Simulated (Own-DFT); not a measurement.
## Calculated data, AlN (wurtzite, strained, atoms displaced)

A calculation, not a measurement: plane-wave PBE density functional theory by an unreviewed code, no spin, of a simulated periodic cell, stress positive in tension, free energy of the whole cell less one offset for each atom, forces on such cells passed a denser k mesh, this cell's mesh not checked; offsets are fitted by least squares, one for each functional and potential file, so energies compare only between cells with the same atoms and settings and are not formation energies; the far tail of each file's local potential was reset to the Coulomb form; each entry is a single point on an unrelaxed cell, so the pressure reflects the starting lattice, mostly measured values (interpolated for alloys), from which strain is counted, and rises with the displacements; printed positions are rounded, which can move forces by about a meV/angstrom; the program, named Own-DFT, is a retired in-house code; no spin-orbit coupling. Program: Own-DFT development build.

Settings shared by all entries: functional PBE; potential files PseudoDojo norm-conserving, scalar-relativistic, standard set; wave cutoff 42 hartree; occupations Fermi-Dirac; smearing width 0.1 eV; hardware one NVIDIA H100; k mesh 2 x 2 x 2 centred on Gamma.

(1) 
```cif
# cell vector a (Å): 12.6900 0.1453 -0.0015
# cell vector b (Å): -6.2192 10.6081 -0.0740
# cell vector c (Å): -0.0012 -0.0691 9.8973
data_AlN
_symmetry_space_group_name_H-M 'P 1'
_symmetry_Int_Tables_number 1
_cell_length_a 12.6908
_cell_length_b 12.2970
_cell_length_c 9.8975
_cell_angle_alpha 90.686
_cell_angle_beta 90.018
_cell_angle_gamma 119.725
_cell_volume 1341.22
loop_
_atom_site_label
_atom_site_type_symbol
_atom_site_fract_x
_atom_site_fract_y
_atom_site_fract_z
_atom_site_occupancy
Al1 Al 0.08704 0.16280 0.99545 1
Al2 Al 0.16676 0.08431 0.25458 1
N1 N 0.08880 0.17335 0.18471 1
N2 N 0.16417 0.08687 0.44384 1
Al3 Al 0.08579 0.16504 0.50112 1
Al4 Al 0.16189 0.08180 0.75169 1
N3 N 0.08362 0.17102 0.69019 1
N4 N 0.16570 0.08777 0.93691 1
Al5 Al 0.08796 0.41333 0.99571 1
Al6 Al 0.16602 0.33110 0.24857 1
N5 N 0.08437 0.42555 0.18965 1
N6 N 0.16736 0.33912 0.44001 1
Al7 Al 0.08060 0.41282 0.50068 1
Al8 Al 0.17528 0.33240 0.75260 1
N7 N 0.08848 0.42766 0.69250 1
N8 N 0.17193 0.33059 0.94659 1
Al9 Al 0.07972 0.65841 0.99288 1
Al10 Al 0.16512 0.57645 0.25683 1
N9 N 0.08942 0.66681 0.18857 1
N10 N 0.16829 0.58823 0.44089 1
Al11 Al 0.08035 0.66858 0.50309 1
Al12 Al 0.16741 0.58873 0.74971 1
N11 N 0.08791 0.67370 0.68587 1
N12 N 0.17117 0.58916 0.94149 1
Al13 Al 0.08409 0.92086 0.99970 1
Al14 Al 0.16366 0.82301 0.24928 1
N13 N 0.08295 0.92352 0.18807 1
N14 N 0.16456 0.83532 0.44150 1
Al15 Al 0.08221 0.91964 0.49581 1
Al16 Al 0.16705 0.83686 0.75021 1
N15 N 0.07829 0.91599 0.68852 1
N16 N 0.16957 0.83275 0.94127 1
Al17 Al 0.33076 0.16472 0.99978 1
Al18 Al 0.41687 0.08801 0.25424 1
N17 N 0.33573 0.16885 0.18248 1
N18 N 0.42163 0.08439 0.43433 1
Al19 Al 0.33125 0.16225 0.49414 1
Al20 Al 0.42185 0.08629 0.75945 1
N19 N 0.33074 0.16571 0.68953 1
N20 N 0.41801 0.08636 0.93628 1
Al21 Al 0.33397 0.41885 0.00154 1
Al22 Al 0.41332 0.32964 0.24600 1
N21 N 0.33249 0.41811 0.19380 1
N22 N 0.41295 0.33238 0.44099 1
Al23 Al 0.33136 0.41475 0.49949 1
Al24 Al 0.42433 0.33139 0.75408 1
N23 N 0.33254 0.42090 0.69409 1
N24 N 0.42047 0.33665 0.94183 1
Al25 Al 0.32964 0.66293 0.00163 1
Al26 Al 0.41907 0.58825 0.24644 1
N25 N 0.33361 0.67083 0.18035 1
N26 N 0.41851 0.58909 0.44496 1
Al27 Al 0.34309 0.66850 0.49976 1
Al28 Al 0.42608 0.58638 0.74528 1
N27 N 0.34112 0.67123 0.69568 1
N28 N 0.41568 0.58039 0.94491 1
Al29 Al 0.33875 0.92139 0.00210 1
Al30 Al 0.42567 0.83806 0.25524 1
N29 N 0.33814 0.92709 0.18944 1
N30 N 0.41795 0.83632 0.43766 1
Al31 Al 0.32862 0.91813 0.48774 1
Al32 Al 0.41840 0.83412 0.74341 1
N31 N 0.33154 0.91404 0.68959 1
N32 N 0.41765 0.83774 0.94010 1
Al33 Al 0.58354 0.17317 0.00894 1
Al34 Al 0.67022 0.08923 0.24736 1
N33 N 0.58691 0.16627 0.19416 1
N34 N 0.66392 0.07938 0.44908 1
Al35 Al 0.58083 0.16635 0.49422 1
Al36 Al 0.66263 0.07695 0.74688 1
N35 N 0.58231 0.16343 0.68783 1
N36 N 0.67046 0.08028 0.94193 1
Al37 Al 0.59016 0.41624 0.99646 1
Al38 Al 0.66083 0.33349 0.25693 1
N37 N 0.57595 0.41032 0.19063 1
N38 N 0.67392 0.33533 0.44281 1
Al39 Al 0.58069 0.41752 0.50467 1
Al40 Al 0.66021 0.32848 0.74891 1
N39 N 0.59269 0.42336 0.69888 1
N40 N 0.66963 0.33980 0.94127 1
Al41 Al 0.57704 0.65982 0.99640 1
Al42 Al 0.66780 0.58541 0.25533 1
N41 N 0.58376 0.66702 0.19646 1
N42 N 0.67096 0.58306 0.43766 1
Al43 Al 0.58266 0.66215 0.49987 1
Al44 Al 0.66832 0.58358 0.75199 1
N43 N 0.57365 0.66423 0.69224 1
N44 N 0.66191 0.57913 0.93682 1
Al45 Al 0.58153 0.91756 0.99920 1
Al46 Al 0.66534 0.83421 0.24865 1
N45 N 0.58807 0.91786 0.18929 1
N46 N 0.67441 0.83726 0.44560 1
Al47 Al 0.58133 0.91672 0.49705 1
Al48 Al 0.66325 0.82792 0.75137 1
N47 N 0.57728 0.91661 0.69188 1
N48 N 0.67110 0.83577 0.93477 1
Al49 Al 0.83772 0.18026 0.00255 1
Al50 Al 0.91054 0.07766 0.25117 1
N49 N 0.82940 0.15853 0.19193 1
N50 N 0.92339 0.07920 0.43528 1
Al51 Al 0.82958 0.16567 0.50611 1
Al52 Al 0.91760 0.07965 0.75156 1
N51 N 0.82186 0.15273 0.68673 1
N52 N 0.91934 0.07894 0.94962 1
Al53 Al 0.82828 0.41096 0.99186 1
Al54 Al 0.91694 0.33784 0.25163 1
N53 N 0.83140 0.41381 0.19368 1
N54 N 0.92265 0.33928 0.44493 1
Al55 Al 0.82619 0.41559 0.49845 1
Al56 Al 0.92223 0.33449 0.74459 1
N55 N 0.82419 0.41377 0.69207 1
N56 N 0.91757 0.34236 0.93465 1
Al57 Al 0.83102 0.66583 0.00290 1
Al58 Al 0.91482 0.58154 0.25410 1
N57 N 0.83738 0.67364 0.19714 1
N58 N 0.91711 0.57783 0.43859 1
Al59 Al 0.83749 0.67824 0.50080 1
Al60 Al 0.91607 0.58244 0.74686 1
N59 N 0.83220 0.66463 0.68944 1
N60 N 0.91566 0.59137 0.94269 1
Al61 Al 0.82911 0.91609 0.99926 1
Al62 Al 0.91387 0.82883 0.25891 1
N61 N 0.82973 0.91010 0.19638 1
N62 N 0.92071 0.83003 0.43944 1
Al63 Al 0.83175 0.91889 0.50302 1
Al64 Al 0.92275 0.84221 0.74684 1
N63 N 0.83261 0.91787 0.68681 1
N64 N 0.91450 0.83514 0.94175 1
_calc_free_energy_of_cell_above_offsets '-54.042'  # eV
_calc_pressure 4.73  # GPa
_calc_stress_xx 1.44  # GPa
_calc_stress_yy -7.91  # GPa
_calc_stress_zz -7.73  # GPa
_calc_stress_yz -2.52  # GPa
_calc_stress_xz 0.11  # GPa
_calc_stress_xy 2.72  # GPa
_calc_wall_time 401.1  # s
```

Force:
| element | x (eV/Å) | y (eV/Å) | z (eV/Å) |
| --- | --- | --- | --- |
| Al | -2.185 | 0.669 | 1.402 |
| Al | -0.371 | 0.623 | -1.381 |
| N | -0.358 | -2.018 | 0.906 |
| N | 2.108 | -0.485 | -0.576 |
| Al | -1.964 | 1.414 | -0.308 |
| Al | 0.962 | 0.732 | -1.056 |
| N | -0.11 | -1.134 | 0.358 |
| N | 2.231 | -1.115 | 0.007 |
| Al | -1.019 | 1.23 | 0.36 |
| Al | -0.425 | 1.583 | 0.026 |
| N | 0.338 | -3.756 | -0.83 |
| N | 0.884 | -1.198 | 0.217 |
| Al | 0.31 | 1.991 | 0.268 |
| Al | -1.425 | 1.349 | 0.103 |
| N | 0.293 | -2.672 | 0.112 |
| N | -0.714 | 0.387 | -1.108 |
| Al | -0.519 | 1.751 | 1.336 |
| Al | 0.094 | 3.383 | -0.675 |
| N | -1.283 | -1.991 | -0.144 |
| N | 0.781 | -0.286 | 1.172 |
| Al | 0.804 | -0.599 | -1.365 |
| Al | 1.32 | 1.27 | -0.148 |
| N | -1.012 | -1.335 | 1.504 |
| N | 0.104 | -1.839 | -0.833 |
| Al | 0.043 | -1.293 | -0.081 |
| Al | -0.257 | 2.975 | -0.616 |
| N | 0.471 | -1.572 | 1.124 |
| N | -0.037 | 0.194 | -0.543 |
| Al | 0.329 | -0.513 | 0.396 |
| Al | 0.673 | 0.479 | 0.136 |
| N | 0.886 | 0.653 | -0.215 |
| N | -0.665 | 0.672 | 0.127 |
| Al | -0.016 | 0.65 | -1.34 |
| Al | 0.545 | -0.077 | -2.199 |
| N | -0.591 | -1.053 | 2.005 |
| N | -1.345 | 0.513 | 1.286 |
| Al | -0.087 | 0.55 | 1.297 |
| Al | -0.575 | -1.111 | -3.379 |
| N | 0.453 | -0.316 | 0.032 |
| N | 0.367 | 0.707 | 2.672 |
| Al | 0.79 | -0.718 | 0.254 |
| Al | -0.38 | 1.447 | 0.154 |
| N | 0.093 | -0.19 | 0.036 |
| N | 1.15 | -0.011 | -0.034 |
| Al | -0.701 | 0.702 | 0.262 |
| Al | -1.597 | 0.657 | -0.543 |
| N | 1.714 | -1.054 | -0.684 |
| N | 0.299 | -0.516 | 0.344 |
| Al | 0.374 | 1.542 | -1.887 |
| Al | -0.446 | -0.212 | 0.232 |
| N | 0.446 | -0.428 | 3.314 |
| N | 2.017 | -1.464 | -1.276 |
| Al | -3.27 | 0.52 | 1.054 |
| Al | -3.791 | -1.224 | 1.812 |
| N | -0.669 | -1.577 | -0.932 |
| N | -0.146 | 0.837 | -0.854 |
| Al | -0.666 | -1.031 | -0.523 |
| Al | -1.24 | -0.159 | -2.384 |
| N | 0.194 | -1.712 | 1.116 |
| N | 0.185 | -0.121 | 0.854 |
| Al | 0.97 | -0.694 | 1.836 |
| Al | -0.953 | 0.601 | 1.363 |
| N | -0.501 | 0.957 | -0.69 |
| N | 0.716 | -0.515 | -0.011 |
| Al | 0.787 | -1.192 | -1.613 |
| Al | 0.608 | -1.426 | 0.943 |
| N | -1.565 | 0.523 | 0.408 |
| N | 0.177 | 1.627 | -1.783 |
| Al | 0.962 | -0.16 | 1.052 |
| Al | -0.179 | 1.066 | 0.929 |
| N | -0.763 | 0.211 | 0.251 |
| N | -1.01 | 2.077 | 0.054 |
| Al | -2.727 | 0.327 | 1.067 |
| Al | 1.212 | 0.512 | -1.08 |
| N | 0.766 | 1.051 | 0.185 |
| N | -3.011 | -1.014 | -0.049 |
| Al | 0.69 | -0.185 | -0.445 |
| Al | 1.603 | 0.359 | 0.036 |
| N | -1.715 | -2.074 | -1.617 |
| N | 0.707 | -2.005 | -0.475 |
| Al | 0.497 | 1.228 | 0.76 |
| Al | 0.143 | -0.309 | -1.686 |
| N | -0.076 | -0.5 | -0.904 |
| N | -0.573 | 0.036 | 1.829 |
| Al | -0.164 | 1.138 | -0.339 |
| Al | 0.075 | 1.729 | -0.374 |
| N | 4.124 | 0.649 | -1.078 |
| N | 0.734 | 1.03 | 1.304 |
| Al | 0.356 | -0.694 | -0.416 |
| Al | 1.107 | 0.199 | 0.646 |
| N | -0.879 | 0.172 | 0.536 |
| N | -1.55 | -1.144 | -0.438 |
| Al | 0.54 | -0.794 | 0.961 |
| Al | -0.358 | 1.667 | -1.082 |
| N | 1.52 | -1.256 | -0.832 |
| N | -1.035 | -1.136 | 1.36 |
| Al | 0.634 | -2.645 | -0.546 |
| Al | 1.49 | 0.519 | -1.049 |
| N | -0.136 | 2.226 | 0.095 |
| N | -1.117 | 1.078 | 1.478 |
| Al | 0.837 | -0.072 | -1.997 |
| Al | -0.842 | 0.882 | 0.546 |
| N | 1.571 | 1.871 | 1.715 |
| N | -0.768 | 2.117 | -1.406 |
| Al | -0.099 | 2.463 | 1.326 |
| Al | 0.952 | -0.623 | 0.154 |
| N | -1.096 | -0.186 | -0.894 |
| N | -1.258 | -1.555 | -0.052 |
| Al | 2.363 | 0.737 | 1.057 |
| Al | -1.191 | -0.21 | -0.607 |
| N | 1.355 | -0.23 | 0.005 |
| N | 1.886 | -0.877 | 0.301 |
| Al | -0.647 | 1.107 | -0.121 |
| Al | 0.849 | 0.648 | -1.282 |
| N | -0.378 | -3.141 | -0.898 |
| N | -0.852 | 1.511 | 1.126 |
| Al | 0.699 | -3.592 | 0.416 |
| Al | -0.061 | 0.543 | 0.213 |
| N | -0.48 | 0.975 | 0.135 |
| N | 1.123 | -1.872 | -0.637 |
| Al | 0.748 | -0.596 | 1.006 |
| Al | 0.268 | 2.692 | -2.016 |
| N | -0.267 | 0.104 | -0.618 |
| N | -0.875 | 2.326 | 1.121 |
| Al | 1.017 | -0.093 | -1.083 |
| Al | -1.055 | -1.942 | 1.018 |
| N | 0.097 | -0.981 | 0.973 |
| N | 0.604 | 0.059 | -0.452 |

(2) 
```cif
# cell vector a (Å): 12.2240 -0.1978 -0.1701
# cell vector b (Å): -6.2833 10.8058 0.0232
# cell vector c (Å): -0.1362 -0.0572 10.0255
data_AlN
_symmetry_space_group_name_H-M 'P 1'
_symmetry_Int_Tables_number 1
_cell_length_a 12.2268
_cell_length_b 12.4998
_cell_length_c 10.0266
_cell_angle_alpha 89.785
_cell_angle_beta 91.570
_cell_angle_gamma 121.102
_cell_volume 1311.51
loop_
_atom_site_label
_atom_site_type_symbol
_atom_site_fract_x
_atom_site_fract_y
_atom_site_fract_z
_atom_site_occupancy
Al1 Al 0.08173 0.17245 0.00174 1
Al2 Al 0.16469 0.08554 0.24971 1
N1 N 0.07932 0.16532 0.18459 1
N2 N 0.16517 0.08799 0.43793 1
Al3 Al 0.08133 0.16543 0.49964 1
Al4 Al 0.17048 0.08610 0.74336 1
N3 N 0.09481 0.17768 0.69959 1
N4 N 0.16291 0.08325 0.93734 1
Al5 Al 0.08484 0.42069 0.99126 1
Al6 Al 0.16466 0.33790 0.24894 1
N5 N 0.08788 0.41898 0.19947 1
N6 N 0.16581 0.33340 0.43795 1
Al7 Al 0.08464 0.41967 0.50244 1
Al8 Al 0.17047 0.34246 0.75178 1
N7 N 0.07739 0.41177 0.68748 1
N8 N 0.16893 0.33317 0.94082 1
Al9 Al 0.08766 0.66798 0.00117 1
Al10 Al 0.16449 0.57968 0.25353 1
N9 N 0.08474 0.67085 0.18546 1
N10 N 0.17691 0.58427 0.44014 1
Al11 Al 0.09101 0.67426 0.49440 1
Al12 Al 0.16622 0.58449 0.75830 1
N11 N 0.07440 0.66019 0.68673 1
N12 N 0.15592 0.57603 0.93651 1
Al13 Al 0.07962 0.91713 0.00521 1
Al14 Al 0.16281 0.82422 0.24507 1
N13 N 0.08373 0.91412 0.18581 1
N14 N 0.17100 0.83762 0.44903 1
Al15 Al 0.07304 0.91686 0.49034 1
Al16 Al 0.16297 0.83218 0.75409 1
N15 N 0.08675 0.91683 0.69269 1
N16 N 0.16782 0.83131 0.94464 1
Al17 Al 0.32739 0.15690 0.99109 1
Al18 Al 0.41084 0.08523 0.24574 1
N17 N 0.32968 0.16217 0.18665 1
N18 N 0.41475 0.08606 0.44178 1
Al19 Al 0.33069 0.16682 0.50124 1
Al20 Al 0.41677 0.07734 0.75382 1
N19 N 0.33607 0.16716 0.69359 1
N20 N 0.41291 0.08660 0.93505 1
Al21 Al 0.33225 0.41256 0.00613 1
Al22 Al 0.41891 0.33940 0.24327 1
N21 N 0.32823 0.40896 0.18675 1
N22 N 0.41584 0.33600 0.44013 1
Al23 Al 0.33552 0.41777 0.50113 1
Al24 Al 0.41715 0.34224 0.75606 1
N23 N 0.33482 0.41792 0.69669 1
N24 N 0.41189 0.32830 0.94385 1
Al25 Al 0.33154 0.66602 0.00064 1
Al26 Al 0.41603 0.57642 0.25384 1
N25 N 0.32985 0.66475 0.18494 1
N26 N 0.41591 0.59244 0.44692 1
Al27 Al 0.32942 0.66515 0.49303 1
Al28 Al 0.41247 0.58302 0.75457 1
N27 N 0.32389 0.66662 0.69024 1
N28 N 0.41066 0.58223 0.93805 1
Al29 Al 0.32639 0.91258 0.00011 1
Al30 Al 0.41828 0.83353 0.25343 1
N29 N 0.32694 0.91013 0.18867 1
N30 N 0.41471 0.82991 0.43639 1
Al31 Al 0.33988 0.92090 0.49864 1
Al32 Al 0.42445 0.84069 0.75215 1
N31 N 0.33348 0.90880 0.69617 1
N32 N 0.41736 0.83782 0.94333 1
Al33 Al 0.57507 0.16331 0.98356 1
Al34 Al 0.67642 0.09035 0.24740 1
N33 N 0.58153 0.16147 0.20147 1
N34 N 0.67087 0.08728 0.44328 1
Al35 Al 0.57800 0.16416 0.50961 1
Al36 Al 0.66948 0.08415 0.75681 1
N35 N 0.58463 0.16554 0.69455 1
N36 N 0.66806 0.07795 0.93563 1
Al37 Al 0.58285 0.41378 0.99988 1
Al38 Al 0.66762 0.33852 0.24888 1
N37 N 0.58163 0.41753 0.19148 1
N38 N 0.65916 0.33173 0.43610 1
Al39 Al 0.58271 0.41657 0.50841 1
Al40 Al 0.66803 0.33529 0.75950 1
N39 N 0.58568 0.41718 0.69054 1
N40 N 0.65719 0.32261 0.94399 1
Al41 Al 0.58021 0.65917 0.00112 1
Al42 Al 0.66553 0.58333 0.25054 1
N41 N 0.57571 0.66466 0.19072 1
N42 N 0.66453 0.57969 0.43169 1
Al43 Al 0.58285 0.66425 0.50206 1
Al44 Al 0.66721 0.58974 0.75175 1
N43 N 0.57931 0.66448 0.68670 1
N44 N 0.65761 0.58355 0.94031 1
Al45 Al 0.58481 0.92002 0.99966 1
Al46 Al 0.66259 0.83129 0.24702 1
N45 N 0.59285 0.92557 0.19015 1
N46 N 0.66905 0.83789 0.44369 1
Al47 Al 0.58016 0.91260 0.50304 1
Al48 Al 0.66793 0.83607 0.75678 1
N47 N 0.57890 0.92066 0.68715 1
N48 N 0.66517 0.83527 0.94137 1
Al49 Al 0.83773 0.17137 0.99534 1
Al50 Al 0.91935 0.08176 0.24919 1
N49 N 0.82405 0.16394 0.19339 1
N50 N 0.91937 0.08820 0.42785 1
Al51 Al 0.83534 0.17181 0.50165 1
Al52 Al 0.91313 0.08144 0.73847 1
N51 N 0.83948 0.16615 0.68430 1
N52 N 0.91839 0.07942 0.93465 1
Al53 Al 0.83664 0.41885 0.99633 1
Al54 Al 0.92304 0.33403 0.24809 1
N53 N 0.84206 0.41436 0.19221 1
N54 N 0.92854 0.34092 0.43910 1
Al55 Al 0.83185 0.42361 0.50529 1
Al56 Al 0.91328 0.33060 0.74194 1
N55 N 0.83644 0.41730 0.68760 1
N56 N 0.90932 0.32684 0.94194 1
Al57 Al 0.82611 0.66499 0.99382 1
Al58 Al 0.90837 0.57550 0.25550 1
N57 N 0.83667 0.66650 0.19682 1
N58 N 0.91312 0.57852 0.43784 1
Al59 Al 0.83243 0.66359 0.49331 1
Al60 Al 0.91335 0.58368 0.75455 1
N59 N 0.83179 0.66333 0.69339 1
N60 N 0.90787 0.57546 0.94524 1
Al61 Al 0.83364 0.91614 0.00155 1
Al62 Al 0.91741 0.83430 0.24835 1
N61 N 0.83215 0.91677 0.19849 1
N62 N 0.91671 0.83447 0.44353 1
Al63 Al 0.83625 0.91373 0.50488 1
Al64 Al 0.90743 0.82836 0.73912 1
N63 N 0.83195 0.92033 0.70314 1
N64 N 0.91965 0.83728 0.93872 1
_calc_free_energy_of_cell_above_offsets '-50.934'  # eV
_calc_pressure 10.16  # GPa
_calc_stress_xx -15.58  # GPa
_calc_stress_yy -10.09  # GPa
_calc_stress_zz -4.82  # GPa
_calc_stress_yz -0.87  # GPa
_calc_stress_xz -3.45  # GPa
_calc_stress_xy -5.86  # GPa
_calc_wall_time 389  # s
```

Force:
| element | x (eV/Å) | y (eV/Å) | z (eV/Å) |
| --- | --- | --- | --- |
| Al | 1.375 | -1.362 | -1.209 |
| Al | 0.273 | -0.256 | -0.622 |
| N | 0.65 | 0.995 | 0.703 |
| N | -0.37 | -1.31 | -0.109 |
| Al | 0.242 | 1.686 | 0.697 |
| Al | -0.75 | -0.532 | 1.51 |
| N | -1.234 | -1.706 | -2.166 |
| N | -0.583 | -0.667 | 0.06 |
| Al | 0.421 | -2.328 | 1.703 |
| Al | 1.178 | -2.005 | 0.94 |
| N | -0.713 | 0.201 | -2.88 |
| N | 0.134 | 0.28 | 0.391 |
| Al | 2.001 | 0.429 | 0.073 |
| Al | -0.288 | -1.227 | 0.184 |
| N | 0.901 | 1.581 | 0.999 |
| N | -1.68 | 0.957 | -0.082 |
| Al | -1.247 | -0.46 | 0.016 |
| Al | -0.13 | 1.467 | -0.403 |
| N | -0.019 | -3.311 | 0.891 |
| N | -5.018 | -1.398 | -1.215 |
| Al | 0.075 | -1.555 | 1.274 |
| Al | -1.333 | -0.5 | -2.605 |
| N | 0.787 | 0.997 | 0.543 |
| N | 0.587 | 1.943 | 0.991 |
| Al | 1.408 | 0.85 | -1.511 |
| Al | -0.401 | 2.651 | 1.577 |
| N | -0.381 | 0.409 | 1.925 |
| N | -1.571 | -0.14 | -2.039 |
| Al | 5.186 | 1.858 | 2.394 |
| Al | 0.732 | -0.686 | -0.727 |
| N | -1.787 | -0.026 | -1.325 |
| N | -2.609 | -0.747 | -1.206 |
| Al | -0.932 | 1.736 | 1.444 |
| Al | 1.8 | -1.147 | 0.993 |
| N | -0.673 | 1.513 | -0.396 |
| N | -0.586 | -0.656 | -0.214 |
| Al | 0.868 | 0.591 | 0.44 |
| Al | -1.119 | 0.267 | -1.51 |
| N | 0.71 | 0.803 | -0.589 |
| N | 0.132 | -2.572 | 0.301 |
| Al | 0.233 | 0.663 | -1.401 |
| Al | -0.018 | -2.659 | 1.455 |
| N | -0.04 | 1.601 | 0.972 |
| N | -0.162 | -0.178 | -0.366 |
| Al | -0.654 | 0.209 | 0.338 |
| Al | 1.239 | -2.154 | -0.175 |
| N | -0.29 | 1.023 | -1.35 |
| N | 0.193 | 0.686 | -0.122 |
| Al | 0.124 | 0.642 | -0.257 |
| Al | -2.062 | 0.607 | 0.072 |
| N | 0.85 | -0.186 | 1.053 |
| N | 1.515 | -2.416 | -1.487 |
| Al | 2.299 | 2.558 | 2.923 |
| Al | -0.604 | 0.742 | -1.145 |
| N | 2.22 | 0.535 | 0.042 |
| N | 0.411 | -0.518 | 0.884 |
| Al | 2.343 | 1.577 | 0.828 |
| Al | 0.051 | 0.449 | -1.6 |
| N | 0.835 | 1.174 | 0.182 |
| N | -0.488 | 0.545 | 0.557 |
| Al | -0.138 | -0.208 | 0.773 |
| Al | -1.385 | -2.539 | 0.788 |
| N | -1.193 | 1.527 | -0.94 |
| N | -0.349 | -1.044 | -0.407 |
| Al | 2.626 | -1.331 | 3.397 |
| Al | -4.375 | -2.242 | 2.667 |
| N | -0.808 | 1.391 | -2.289 |
| N | -1.433 | -0.992 | 0.073 |
| Al | 1.592 | 0.817 | -1.835 |
| Al | 0.246 | 0.003 | -2.18 |
| N | 0.152 | 0.588 | 0.867 |
| N | -1.265 | 1.418 | 0.673 |
| Al | -0.514 | -0.177 | 0.385 |
| Al | 0.931 | -2.144 | 0.238 |
| N | 0.978 | 0.868 | -1.362 |
| N | 0.684 | 0.572 | 1.383 |
| Al | 0.309 | -0.347 | -1.658 |
| Al | -0.081 | -0.541 | -1.61 |
| N | -0.258 | 0.802 | 1.497 |
| N | 0.603 | 3.14 | -0.428 |
| Al | -2.226 | 2.155 | 0.468 |
| Al | -0.106 | 0.339 | -0.723 |
| N | 1.759 | -0.131 | -0.407 |
| N | -0.73 | 0.399 | 1.938 |
| Al | 0.29 | 1.217 | -0.667 |
| Al | -0.437 | -1.482 | -0.406 |
| N | 0.436 | 0.93 | 1.11 |
| N | 1.649 | -1.372 | -0.545 |
| Al | 0.39 | -0.554 | 1.228 |
| Al | -0.084 | 0.805 | 1.077 |
| N | -0.897 | -1.64 | -0.133 |
| N | 0.099 | -1.535 | -0.278 |
| Al | 0.727 | 1.68 | -0.857 |
| Al | -1.664 | -0.628 | -0.791 |
| N | 2.629 | -0.061 | 0.536 |
| N | 0.023 | -1.402 | 0.369 |
| Al | 0.472 | -2.658 | 1.533 |
| Al | -1.903 | 0.505 | -0.749 |
| N | 5.764 | 2.782 | -2.622 |
| N | -0.426 | -1.27 | 3.117 |
| Al | 0.824 | 0.208 | -1.563 |
| Al | 2.25 | 2.106 | 2.517 |
| N | -1.795 | 0.211 | 0.86 |
| N | -1.834 | 0.643 | 0.232 |
| Al | -0.208 | -2.235 | 1.796 |
| Al | -0.825 | -1.208 | 1.175 |
| N | -2.104 | 0.516 | -1.008 |
| N | -3.361 | -1.282 | -0.132 |
| Al | 0.962 | -2.369 | -1.322 |
| Al | 0.352 | -0.119 | 0.967 |
| N | -1.341 | -0.097 | 1.398 |
| N | 0.423 | 2.218 | -1.546 |
| Al | 1.664 | 1.067 | 1.388 |
| Al | 1.46 | 0.803 | -1.465 |
| N | -1.191 | -0.124 | -1.201 |
| N | 0.185 | 1.844 | 0.457 |
| Al | 0.266 | 0.116 | 0.683 |
| Al | 0.945 | -0.627 | -0.169 |
| N | -0.73 | 0.295 | -1.253 |
| N | -0.207 | 2.208 | -1.12 |
| Al | 0.321 | 0.674 | 0.179 |
| Al | -0.181 | -0.154 | -0.018 |
| N | 0.725 | -0.873 | -1.546 |
| N | -2.314 | -2.292 | -1.117 |
| Al | -1.699 | 1.659 | -0.673 |
| Al | 2.125 | 1.628 | 2.044 |
| N | 0.823 | -1.729 | -2.9 |
| N | -1.656 | -2.251 | -0.538 |
